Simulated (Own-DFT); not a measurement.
# What a defect does to the pressure of its cell: wurtzite GaN

No measurement is shown. These are fixed-geometry runs of a retired plane-wave code named Own-DFT, which no person has reviewed; spin and spin-orbit coupling are neglected.

Method: PBE; PseudoDojo norm-conserving scalar-relativistic files; cutoff 42 hartree; 4 x 4 x 3 k mesh centred on Gamma; Fermi-Dirac smearing of 0.1 eV.

Known weak points (not all hold for every row): not probed for a lower state with spin; forces not confirmed at this smearing and k mesh; stress not checked against mesh or cutoff.

All runs share one cell, with vectors in Å (9.567, 0.000, 0.000); (-4.784, 8.285, 0.000); (0.000, 0.000, 10.370) and a volume of 822.0 Å³. u is the rms random offset of the atoms per axis. The defect's site can differ from row to row.

| cell | formula | u (Å) | P (GPa) |
|---|---|---|---|
| no defect | Ga36N36 | 0.0202 | 5.93 |
| no defect | Ga36N36 | 0.0488 | 7.42 |
| no defect | Ga36N36 | 0.0512 | 7.55 |
| one N on a Ga site | Ga35N37 | 0.0302 | ? |
| one N on a Ga site | Ga35N37 | 0.0327 | 5.55 |
| one N on a Ga site | Ga35N37 | 0.0479 | 6.61 |
| one N on a Ga site | Ga35N37 | 0.0492 | 6.35 |
| one Ga on an N site | Ga37N35 | 0.0311 | 12.03 |
| one Ga on an N site | Ga37N35 | 0.0449 | 12.91 |
| one Ga on an N site | Ga37N35 | 0.0493 | 13.12 |

## Analysis

P = P0 + c u² + a shift for each defect gives P0 = 5.63 GPa, c = 738 ± 52 GPa/Å² and a scatter of 0.12 GPa. The shifts, and each times the cell's volume:

- one Ga on an N site: 5.72 ± 0.10 GPa, 29.3 eV
- one N on a Ga site: -0.89 ± 0.10 GPa, -4.6 eV

Positive is outwards. The product with the volume (160.2 GPa Å³ to the eV) is nearly free of the cell's size; divided by the bulk modulus at the cell's pressure it gives the volume that the defect adds. The atoms around the defects weren't relaxed, which would change these numbers.

## Test on the hidden row

Q: what pressure belongs in the blank (one N on a Ga site, u = 0.0302 Å)?

Estimate: 5.42 ± 0.15 GPa. Computed: 5.36 GPa.
